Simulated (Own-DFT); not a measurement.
# Response to strain: wurtzite GaN, 72 atoms (Ga36N36)

These are calculations, not measurements. They come from Own-DFT, an in-house plane-wave density functional program, since retired, whose code no person has reviewed. Each row is one single-point run on a periodic cell that was not relaxed, without spin or spin-orbit coupling.

Settings of every run: PBE; PseudoDojo norm-conserving scalar-relativistic files; cutoff 42 hartree; 4 x 4 x 3 k mesh centred on Gamma; Fermi-Dirac smearing of 0.1 eV.

Known limits: forces not confirmed at this smearing and k mesh; stress not checked against mesh or cutoff.

Unstrained cell vectors in Å: (9.567, 0.000, 0.000); (-4.783, 8.285, 0.000); (0.000, 0.000, 10.370). The unstrained cell has measured lattice constants (interpolated for alloys), not those of this functional. That, the random moves and any unrelaxed bonds set the pressure at no strain. Each run strains this cell uniformly, with the atoms carried along. Every atom was also moved at random, by a Gaussian of width 0.05 Å on each axis. Strain is the symmetric tensor, in per cent. Stress is positive in tension, and the pressure is minus a third of its trace.

| run | e_xx (%) | e_yy (%) | e_zz (%) | e_yz (%) | e_xz (%) | e_xy (%) | s_xx (GPa) | s_yy (GPa) | s_zz (GPa) | s_yz (GPa) | s_xz (GPa) | s_xy (GPa) | P (GPa) | E (meV/atom) |
|---|---|---|---|---|---|---|---|---|---|---|---|---|---|---|
| 1 | 0.40 | -1.11 | -0.89 | 1.66 | 1.82 | 0.71 | -6.68 | -12.36 | -16.34 | 4.87 | 3.54 | 3.72 | 11.79 | 33.0 |
| 2 | 1.38 | 0.61 | -1.46 | 1.15 | -0.88 | 0.00 | -1.45 | -5.07 | -14.94 | 1.87 | -1.64 | -0.87 | 7.15 | 20.3 |
| 3 | 0.14 | -0.25 | 1.72 | 0.97 | -0.40 | 1.73 | -6.34 | -6.91 | -1.04 | 1.15 | -0.82 | 4.79 | 4.76 | 13.6 |
| 4 | 0.71 | -1.09 | 1.11 | 1.81 | 0.95 | -0.26 | -5.16 | -11.35 | -2.79 | 3.79 | 1.91 | -1.59 | 6.44 | 11.9 |
| 5 | 1.27 | 1.16 | 0.86 | -1.09 | -0.64 | 0.00 | -1.10 | -1.46 | -2.40 | -2.70 | -1.80 | -0.05 | 1.65 | 0.3 |
| 6 | 0.38 | -1.36 | 1.93 | -1.35 | -1.23 | -0.19 | -6.81 | -12.23 | -0.38 | -3.27 | -1.65 | -1.61 | 6.47 | 24.1 |
| 7 | -1.94 | -1.03 | 1.76 | -1.37 | 1.05 | 0.65 | -15.07 | -12.84 | -2.89 | -2.99 | 2.32 | 2.14 | 10.27 | 19.2 |
| 8 | 0.02 | -1.35 | -0.48 | 1.43 | -0.07 | 0.01 | -9.88 | -12.13 | -11.53 | 1.35 | 1.29 | 0.66 | 11.18 | 14.2 |
| 9 | 1.49 | 1.92 | -0.94 | 1.29 | 1.95 | -0.28 | 0.45 | 0.34 | -9.76 | 2.40 | 3.63 | -0.30 | 2.99 | 7.9 |
| 10 | 1.47 | -0.14 | -0.05 | -1.63 | 1.87 | -0.20 | -2.59 | -7.66 | -7.56 | -3.82 | 3.89 | -0.21 | 5.93 | 28.7 |
| 11 | 0.29 | 1.06 | -1.54 | 1.77 | -0.86 | -1.71 | -7.09 | -2.82 | -14.64 | 3.65 | -1.76 | -5.08 | 8.18 | 19.2 |
| 12 | -0.31 | 1.27 | 1.19 | -0.23 | 0.77 | 1.43 | -6.50 | -2.18 | -2.35 | -0.82 | 1.75 | 4.53 | 3.68 | 0.0 |
| 13 | 0.42 | -1.48 | -1.04 | -0.42 | 0.89 | -0.21 | -7.50 | -13.52 | -14.60 | -1.27 | 1.88 | -0.72 | 11.88 | 13.5 |
| 14 | 1.02 | 0.14 | -1.03 | -0.10 | -1.63 | 1.96 | -4.51 | -5.97 | -12.53 | 0.28 | -3.44 | 5.54 | 7.67 | 16.9 |
| 15 | 1.35 | 0.91 | -1.41 | 1.33 | 0.31 | 0.30 | -3.48 | -3.40 | -10.42 | 2.79 | 0.62 | 0.76 | 5.77 | 2.3 |
| 16 | 0.38 | 1.87 | -0.36 | -0.70 | -1.33 | -0.57 | ? | ? | ? | ? | ? | ? | ? | ? |

E is the free energy for each atom above the lowest run shown.

## Worked fit

Each stress component was fitted by least squares to a constant and the strains of the runs shown, as fractions, with shears doubled. Shear strains stay in the fit of a normal stress only where such slopes are resolved. The slopes, in GPa:

```
stress  at no strain  per e_xx  per e_yy  per e_zz  scatter
  s_xx          -7.6  385 ± 29  101 ± 20   56 ± 19     0.77
  s_yy          -7.4   55 ± 22  404 ± 16   28 ± 14     0.60
  s_zz          -8.7  105 ± 47  108 ± 33  483 ± 31     1.29
```

Each shear stress against twice its own strain: yz 105 ± 10, xz 96 ± 5, xy 156 ± 9 GPa. These are stiffnesses along x, y and z of the frame in which the cell vectors are given, which need not be the crystal's axes. The atoms are held to the strained lattice; where symmetry lets them move under strain, relaxing them would lower some slopes. The table should be nearly symmetric about its diagonal, and what it lacks of that shows the noise. A ninth of its sum, 192 ± 5 GPa, estimates the bulk modulus near the mean pressure of these runs, 7.1 GPa, so it lies above the value at zero pressure.

## Withheld run

Question: what normal stresses and pressure should run 16 give?

The fit gives s_xx = -4.5, s_yy = 0.2, s_zz = -8.0 and P = 4.1 GPa. The calculation gave -2.82, -0.26, -8.50 and P = 3.86 GPa.
